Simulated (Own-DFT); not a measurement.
## Calculated data, GaN (wurtzite, strained, atoms displaced)

A calculation, not a measurement: plane-wave PBE density functional theory by an unreviewed code, no spin, of a simulated periodic cell, stress positive in tension, free energy of the whole cell less one offset for each atom, forces on such cells passed a denser k mesh, this cell's mesh not checked; offsets are fitted by least squares, one for each functional and potential file, so energies compare only between cells with the same atoms and settings and are not formation energies; the far tail of each file's local potential was reset to the Coulomb form; each entry is a single point on an unrelaxed cell, so the pressure reflects the starting lattice, mostly measured values (interpolated for alloys), from which strain is counted, and rises with the displacements; printed positions are rounded, which can move forces by about a meV/angstrom; the program, named Own-DFT, is a retired in-house code; no spin-orbit coupling. Program: Own-DFT development build.

## GaN (wurtzite, strained, atoms displaced)

```
CELL_PARAMETERS angstrom
12.75600 0.00000 0.00000
-4.78350 8.28530 0.00000
0.00000 0.00000 10.57740
ATOMIC_POSITIONS crystal
Ga 0.07956 0.21055 0.00347
Ga 0.17135 0.11085 0.24698
N 0.08354 0.21327 0.18049
N 0.16360 0.11613 0.43247
Ga 0.08293 0.23151 0.50408
Ga 0.16399 0.10508 0.74985
N 0.07932 0.22851 0.69007
N 0.16607 0.11535 0.93345
Ga 0.07559 0.55170 0.00791
Ga 0.16339 0.43963 0.25124
N 0.08536 0.55806 0.18761
N 0.16831 0.43553 0.43679
Ga 0.08408 0.56114 0.50245
Ga 0.16341 0.44345 0.75191
N 0.08350 0.55526 0.69698
N 0.16551 0.44257 0.93713
Ga 0.07792 0.89382 0.00254
Ga 0.16331 0.78001 0.25393
N 0.08250 0.89764 0.19625
N 0.16249 0.78114 0.43059
Ga 0.08263 0.89602 0.50140
Ga 0.16677 0.77650 0.74112
N 0.08472 0.88929 0.68907
N 0.16479 0.77962 0.94565
Ga 0.34176 0.22931 0.00407
Ga 0.41884 0.11751 0.25077
N 0.33327 0.21388 0.19069
N 0.42150 0.12619 0.44086
Ga 0.32889 0.23221 0.49315
Ga 0.42307 0.10876 0.74442
N 0.33417 0.22070 0.68661
N 0.41660 0.10971 0.94228
Ga 0.32941 0.55646 0.00086
Ga 0.41551 0.44283 0.24844
N 0.33455 0.56469 0.18387
N 0.41472 0.44533 0.43199
Ga 0.33187 0.55207 0.49878
Ga 0.41694 0.44660 0.74568
N 0.33062 0.55462 0.68545
N 0.41773 0.44114 0.93237
Ga 0.33416 0.89000 0.00280
Ga 0.42482 0.78249 0.25568
N 0.33592 0.89697 0.18635
N 0.41578 0.78636 0.44687
Ga 0.32904 0.88378 0.50286
Ga 0.41659 0.78196 0.75274
N 0.33051 0.88896 0.69799
N 0.41587 0.78945 0.94350
Ga 0.58077 0.22516 0.00582
Ga 0.66178 0.12149 0.24342
N 0.58607 0.22749 0.19364
N 0.66460 0.11840 0.43512
Ga 0.59049 0.21977 0.50122
Ga 0.66905 0.10560 0.75893
N 0.58294 0.21414 0.68344
N 0.67062 0.11232 0.93229
Ga 0.59414 0.56930 0.00016
Ga 0.66613 0.44330 0.23722
N 0.58053 0.55198 0.18816
N 0.65943 0.43739 0.43878
Ga 0.58273 0.55588 0.49774
Ga 0.66890 0.44493 0.75585
N 0.57855 0.55716 0.68929
N 0.66463 0.43329 0.93988
Ga 0.59133 0.89270 0.00012
Ga 0.66881 0.77545 0.24316
N 0.58300 0.89211 0.18790
N 0.66891 0.77561 0.43232
Ga 0.58383 0.89291 0.50026
Ga 0.67073 0.77867 0.75177
N 0.58576 0.89131 0.69149
N 0.66274 0.77467 0.93818
Ga 0.82666 0.21853 0.00669
Ga 0.91815 0.12493 0.24262
N 0.83727 0.22072 0.19565
N 0.91354 0.10925 0.43900
Ga 0.82543 0.22803 0.50554
Ga 0.91896 0.10989 0.74891
N 0.84069 0.23298 0.69163
N 0.92153 0.11594 0.93463
Ga 0.84025 0.56308 0.99177
Ga 0.91455 0.44490 0.24696
N 0.82980 0.54708 0.19394
N 0.91677 0.44045 0.43870
Ga 0.83109 0.56181 0.49991
Ga 0.90678 0.43196 0.75061
N 0.83603 0.55199 0.69218
N 0.92432 0.44637 0.93975
Ga 0.83362 0.88993 0.00022
Ga 0.92204 0.78263 0.25771
N 0.83999 0.88842 0.19055
N 0.91662 0.77304 0.43555
Ga 0.83115 0.88101 0.50219
Ga 0.91560 0.77663 0.75732
N 0.83314 0.89580 0.69019
N 0.91224 0.78312 0.94491
```

| Quantity | Value |
| --- | --- |
| functional | PBE |
| potential files | PseudoDojo norm-conserving, scalar-relativistic, standard set with the stringent files for Ga |
| wave cutoff | 96 hartree |
| occupations | Gaussian |
| smearing width | 0.01 eV |
| k mesh | 3 x 4 x 3 centred on Gamma |
| free energy of cell above offsets | -4.886 eV |
| pressure | 3.31 GPa |
| stress xx | -5.14 GPa |
| stress yy | -5.89 GPa |
| stress zz | 1.1 GPa |
| stress yz | 0.03 GPa |
| stress xz | -0.08 GPa |
| stress xy | 0.34 GPa |

Force:
| element | x (eV/Å) | y (eV/Å) | z (eV/Å) |
| --- | --- | --- | --- |
| Ga | 0.235 | 1.931 | -1.285 |
| Ga | -1.077 | 0.64 | 0.897 |
| N | -0.389 | 1.134 | 1.398 |
| N | 0.032 | -0.263 | 0.659 |
| Ga | -0.524 | -2.178 | -0.013 |
| Ga | 0.303 | 1.688 | 0.009 |
| N | 1.501 | -0.925 | -0.6 |
| N | 0.876 | -0.673 | 0.721 |
| Ga | 2.638 | 1.405 | -0.994 |
| Ga | 0.559 | 0.266 | -0.583 |
| N | -0.541 | -0.409 | 1.077 |
| N | -1.125 | 2.218 | -0.466 |
| Ga | 0.074 | -0.877 | 0.09 |
| Ga | 0.653 | 0.382 | 0.778 |
| N | -0.879 | -0.071 | -1.679 |
| N | -0.404 | -0.118 | 0.64 |
| Ga | 1.949 | 0.182 | 0.217 |
| Ga | 1.037 | 0.394 | -1.749 |
| N | 0.678 | -1.543 | -1.385 |
| N | 0.513 | -0.196 | 2.148 |
| Ga | 0.187 | 0.113 | -0.24 |
| Ga | -0.55 | -0.239 | 2.504 |
| N | -1.005 | -0.559 | -0.519 |
| N | -0.652 | -0.114 | -0.655 |
| Ga | -0.923 | -0.729 | -0.898 |
| Ga | 0.499 | -1.355 | 1.367 |
| N | -0.569 | 1.88 | -0.864 |
| N | -0.172 | -1.478 | -0.235 |
| Ga | 1.234 | -1.435 | 1.218 |
| Ga | -1.648 | 0.827 | 0.948 |
| N | -0.344 | 0.01 | -0.356 |
| N | 0.389 | 0.587 | -0.734 |
| Ga | 0.49 | 0.162 | -0.757 |
| Ga | -0.741 | 0.152 | -0.375 |
| N | 0.396 | -0.978 | 1.138 |
| N | 0.152 | 1.078 | 0.136 |
| Ga | -0.013 | 0.78 | 0.389 |
| Ga | -0.733 | -0.968 | 0.684 |
| N | 0.069 | 0.454 | 0.125 |
| N | 0.058 | 1.363 | 0.928 |
| Ga | -1.481 | 0.165 | 0.365 |
| Ga | -2.023 | -0.098 | -0.335 |
| N | 0.243 | -0.66 | 1.23 |
| N | 1.121 | -1.214 | -1.081 |
| Ga | -0.844 | 2.023 | -0.008 |
| Ga | 0.313 | -0.794 | 0.404 |
| N | 0.687 | -0.19 | -1.764 |
| N | 2.213 | -1.261 | -1.042 |
| Ga | 0.217 | -1.488 | -0.512 |
| Ga | 2.753 | -1.748 | 1.716 |
| N | -1.358 | -0.169 | -1.909 |
| N | 1.721 | -1.685 | -0.815 |
| Ga | -3.056 | 0.961 | 0.376 |
| Ga | -0.285 | 0.913 | -2.211 |
| N | 1.06 | 1.033 | 1.163 |
| N | -0.747 | 0.011 | 2.453 |
| Ga | -1.196 | -3.009 | 0.101 |
| Ga | -0.345 | 1.018 | 2.385 |
| N | 0.227 | 0.418 | -0.822 |
| N | 0.907 | 1.171 | -0.458 |
| Ga | -0.035 | -0.408 | 0.19 |
| Ga | -0.847 | -0.82 | -1.176 |
| N | 1.839 | 0.325 | -0.405 |
| N | 0.256 | 2.3 | -0.05 |
| Ga | -2.227 | -0.292 | 0.236 |
| Ga | 0.106 | 0.802 | 0.895 |
| N | 1.228 | 0.594 | -0.25 |
| N | -0.954 | 0.2 | 0.411 |
| Ga | 0.642 | -0.03 | 0.163 |
| Ga | -1.113 | -0.332 | -0.404 |
| N | 0.118 | -0.419 | -0.426 |
| N | 1.167 | 1.433 | -0.451 |
| Ga | 1.669 | 0.861 | -0.606 |
| Ga | 2.924 | -2.813 | 2.423 |
| N | -3.357 | 1.094 | -2.013 |
| N | -0.246 | 0.251 | 0.045 |
| Ga | 1.903 | -0.836 | -0.51 |
| Ga | -0.65 | 1.047 | 0.423 |
| N | -0.707 | -3.48 | -0.883 |
| N | -1.523 | -1.028 | 0.576 |
| Ga | -0.092 | -1.497 | 1.416 |
| Ga | 0.959 | 0.109 | 1.212 |
| N | 0.233 | 1.772 | -1.56 |
| N | -0.545 | 1.167 | -0.106 |
| Ga | 0.384 | -1.772 | -0.08 |
| Ga | 1.683 | 2.918 | 1.314 |
| N | -1.362 | 1.02 | -0.24 |
| N | -2.653 | -1.21 | -0.412 |
| Ga | -0.937 | 1.16 | 0.887 |
| Ga | -0.662 | -0.797 | -1.02 |
| N | -1.323 | 0.337 | -0.789 |
| N | -0.215 | 0.85 | 1.318 |
| Ga | -0.218 | 1.47 | -0.673 |
| Ga | 0.26 | 0.286 | -0.796 |
| N | 0.975 | -1.475 | -0.271 |
| N | 0.96 | -0.723 | -1.311 |
